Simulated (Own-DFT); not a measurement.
Si23GeO48 (quartz with substituted atoms, atoms displaced) (calculated)

A calculation, not a measurement: plane-wave PBE and HSE06 DFT by an unreviewed code, no spin, of a simulated cell at Gamma alone, so results move with cell size and shape, stress positive in tension, energies less offsets, not probed for a lower state with spin; oxygen file: force components 24 meV/angstrom off all-electron in a glass; k mesh not checked against a denser one; forces and stress are PBE's, HSE06 gives the energy alone, and its difference from PBE has offsets of its own; offsets are fitted by least squares, one for each functional and potential file, so energies compare only between cells with the same atoms and settings and are not formation energies; the far tail of each file's local potential was reset to the Coulomb form; each entry is a single point on an unrelaxed cell, so the pressure reflects the starting lattice, mostly measured values (interpolated for alloys), from which strain is counted, and rises with the displacements; printed positions are rounded, which can move forces by about a meV/angstrom; the program, named Own-DFT, is a retired in-house code; no spin-orbit coupling. Program: Own-DFT development build.

Si23GeO48 (quartz with substituted atoms, atoms displaced)

```
Si23GeO48
1.0
      9.8268     0.0000     0.0000
     -4.9134     8.5103     0.0000
      0.0000     0.0000    10.8104
Si O Si O Si O Si O Si O Si O Si O Ge Si O
3 6 3 6 3 6 3 6 3 6 3 6 3 6 1 2 6
Direct
  0.22242 0.98374 0.99676
  0.00380 0.23880 0.32588
  0.26922 0.26961 0.17378
  0.21471 0.14333 0.06030
  0.43565 0.30240 0.22835
  0.36476 0.07366 0.39592
  0.08582 0.37424 0.44250
  0.12753 0.20179 0.27230
  0.27785 0.42127 0.10758
  0.23439 0.99401 0.50617
  0.99922 0.23682 0.83392
  0.27122 0.27497 0.66466
  0.20739 0.13571 0.56113
  0.42677 0.29346 0.72653
  0.36280 0.06841 0.89150
  0.07972 0.37033 0.94290
  0.12550 0.20432 0.77642
  0.29215 0.42520 0.61421
  0.22671 0.49474 0.99259
  0.00871 0.74095 0.33593
  0.26707 0.76862 0.16267
  0.21045 0.64194 0.05355
  0.43576 0.80668 0.21920
  0.36239 0.56628 0.40119
  0.06654 0.85753 0.44442
  0.13212 0.70424 0.27429
  0.29471 0.91658 0.10761
  0.23337 0.50541 0.50042
  0.00066 0.72888 0.83242
  0.25829 0.76525 0.66168
  0.20590 0.62629 0.56561
  0.42052 0.79572 0.72346
  0.37007 0.58225 0.89660
  0.06725 0.86854 0.94572
  0.14536 0.71520 0.77686
  0.28632 0.91998 0.60928
  0.73245 0.99377 0.99886
  0.49185 0.23678 0.33296
  0.76426 0.25698 0.16079
  0.71315 0.13350 0.05879
  0.92831 0.29677 0.22885
  0.87851 0.07834 0.39276
  0.57498 0.36763 0.44051
  0.63400 0.20575 0.27657
  0.78850 0.41963 0.10007
  0.73633 0.00612 0.50470
  0.49873 0.23744 0.83200
  0.75664 0.26319 0.66882
  0.69844 0.13661 0.55843
  0.91987 0.29200 0.72314
  0.87400 0.07759 0.88571
  0.57598 0.36224 0.94275
  0.63395 0.21050 0.77767
  0.79100 0.42749 0.60344
  0.72953 0.49297 0.99658
  0.49354 0.72786 0.33792
  0.76974 0.76333 0.15532
  0.69902 0.62210 0.06047
  0.93081 0.80539 0.22650
  0.86782 0.57084 0.39866
  0.57103 0.85675 0.44345
  0.63158 0.70476 0.27776
  0.78875 0.92890 0.11272
  0.73397 0.49590 0.49782
  0.49770 0.73183 0.83533
  0.75637 0.75951 0.65867
  0.69888 0.62896 0.56420
  0.93319 0.79166 0.72772
  0.87101 0.56597 0.89349
  0.56941 0.87109 0.94418
  0.63637 0.71195 0.76707
  0.78405 0.92249 0.60650
```

| Quantity | Value |
| --- | --- |
| first functional | PBE |
| second functional | HSE06 |
| exact exchange share | 0.25 |
| screening | 0.11 1/bohr |
| exchange divergence | Gygi-Baldereschi |
| potential files | PseudoDojo norm-conserving, scalar-relativistic, made for PBE, standard set |
| wave cutoff | 48 hartree |
| occupations | fixed |
| k mesh | 1 x 1 x 1 centred on Gamma |
| PBE energy of cell above offsets | -15.357 eV |
| HSE06 less PBE above offsets | -0.287 eV |
| PBE pressure | 11.64 GPa |
| PBE stress xx | -10.11 GPa |
| PBE stress yy | -14.71 GPa |
| PBE stress zz | -10.1 GPa |
| PBE stress yz | -0.93 GPa |
| PBE stress xz | -2.15 GPa |
| PBE stress xy | -1.04 GPa |

Force:
```
element  x (eV/Å)  y (eV/Å)  z (eV/Å)
     Si     4.148     7.451     3.756
     Si    -0.756     0.613     4.531
     Si    -0.742    -0.609    -2.593
      O      1.27    -2.251    -0.517
      O    -2.288     1.074    -1.969
      O    -0.443    -0.756     0.213
      O     -2.82    -4.206    -2.997
      O     2.809    -0.226    -0.563
      O     0.511      0.82     0.282
     Si    -2.876     2.341    -2.288
     Si    -0.807     2.286    -1.593
     Si    -0.815    -5.599     2.637
      O     0.633    -0.875    -0.259
      O     0.245     0.743    -0.297
      O    -0.118     0.191    -0.033
      O    -5.134     -5.73    -3.844
      O     3.522     0.796    -2.222
      O    -2.242      5.13    -2.706
     Si     3.821     6.545     5.446
     Si    -3.017    -3.338    -2.269
     Si     2.552    -5.744     3.501
      O     0.241    -1.876    -0.949
      O     0.929    -1.617     2.238
      O     2.069     1.622    -2.662
      O     0.885     3.091     2.795
      O     1.559     0.053    -0.825
      O    -4.002     7.242      -4.1
     Si     2.849    -2.426     2.781
     Si    -0.343     0.811     0.781
     Si      3.35    -2.495     2.581
      O      -2.7     2.276     0.671
      O     2.301    -0.332     1.438
      O    -0.256    -2.994      0.59
      O    -3.528     -5.21    -2.991
      O    -1.564    -0.997     1.554
      O    -0.205     2.804    -0.623
     Si     1.634     2.429     -0.94
     Si     4.793    -0.957     1.881
     Si    -1.793     2.789     3.969
      O      0.07    -1.954    -2.295
      O    -1.502      0.82    -1.997
      O    -1.929    -1.229     1.954
      O    -5.577    -5.997    -3.213
      O    -0.435     0.229    -0.715
      O     0.929    -0.412     1.115
     Si    -0.118    -0.667     -3.57
     Si    -0.549    -2.221     1.722
     Si     0.816     1.557    -1.228
      O     0.062    -0.768    -0.391
      O     1.305     0.275     1.118
      O    -2.697    -4.149     3.417
      O    -2.527    -1.893    -1.438
      O    -0.163    -0.665      0.42
      O      4.97    -3.733     7.099
     Si      2.79     1.758     0.669
     Si     0.595     1.396    -2.947
     Si    -1.844     0.071     4.858
      O    -0.433     0.478    -0.814
      O     1.231    -0.774     0.497
      O     5.399      4.85    -6.783
      O     0.164     2.201     1.465
      O     1.414    -0.035    -1.927
      O     0.596    -0.172    -0.829
     Ge    -2.521      3.33     0.903
     Si    -0.183     4.109    -3.035
     Si     3.288     2.905     2.692
      O    -1.782    -0.187     -1.29
      O    -2.639    -0.023    -1.861
      O    -0.415    -0.065     0.149
      O    -0.505    -1.956     -1.74
      O    -2.328    -0.839     3.007
      O     0.845     0.892     0.587
```
